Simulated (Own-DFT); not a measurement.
# Forces on the neighbours of a vacancy: diamond silicon, 63 atoms (Si63), with one Si vacancy

All numbers below are calculated, not measured. The program, named Own-DFT, is a retired in-house plane-wave density functional code that no person has reviewed. Each row is one single-point run on a periodic cell that was not relaxed, without spin or spin-orbit coupling.

Settings of every run: PBE; PseudoDojo norm-conserving scalar-relativistic files; cutoff 20 hartree; 3 x 3 x 3 k mesh centred on Gamma; Fermi-Dirac smearing of 0.1 eV.

Known limits: not probed for a lower state with spin; forces not confirmed at this smearing and k mesh; stress not checked against mesh or cutoff.

Cell vectors in Å: (10.862, 0.000, 0.000); (0.000, 10.862, 0.000); (0.000, 0.000, 10.862). Every atom was also moved at random, by a Gaussian of width 0.03 Å on each axis. The defect's site can differ from row to row. The empty site has 4 nearest neighbours, all Si. For each, d is its distance from the empty site and R the part of its force along the line away from it, positive outwards. The last column is the rms force component on atoms over 4.5 Å away.

```
run,d1 (Å),d2 (Å),d3 (Å),d4 (Å),R1 (eV/Å),R2 (eV/Å),R3 (eV/Å),R4 (eV/Å),far F (eV/Å)
1,2.330,2.334,2.344,2.377,-0.18,-0.47,-0.41,-0.27,0.56
2,2.286,2.351,2.352,2.378,-0.12,-0.09,-0.35,-0.19,0.57
3,2.329,2.355,2.364,2.373,-0.08,-0.29,-0.28,-0.50,0.52
4,2.328,2.381,2.386,2.393,-0.05,-0.35,-0.41,-0.34,0.51
5,2.302,2.334,2.339,2.370,-0.26,-0.54,-0.22,-0.50,0.41
6,2.373,2.375,2.397,2.403,-0.32,-0.39,-0.50,-0.61,0.56
7,2.360,2.369,2.370,2.395,-0.42,-0.51,-0.30,-0.50,0.50
8,2.305,2.321,2.333,2.381,0.05,-0.18,-0.14,-0.34,0.47
9,2.313,2.356,2.356,2.360,0.00,-0.37,-0.25,-0.39,0.45
10,2.330,2.354,2.365,2.371,?,?,?,?,?
```

## Worked fit

A straight line through the 36 neighbours shown gives R = -0.31 - 3.7 (d - 2.355) eV/Å, with a scatter of 0.13 left by the moves of the other atoms. The slope, with an error of 0.7, is the pull back towards the neighbour's own site. The constant, -0.31 ± 0.02 eV/Å, is the force at the mean distance: with one bond gone, the neighbours are pushed inwards, towards the empty site. It shows how a relaxation would start, not where it would end, and it depends somewhat on the width of the random moves.

## Withheld run

Question: what mean R should the neighbours of run 10 feel? Their mean d is 2.355 Å.

The line gives -0.31 ± 0.08 eV/Å, by the scatter of the means of the runs shown. The calculation gave R = -0.46, -0.41, -0.02, -0.19, a mean of -0.27 eV/Å.
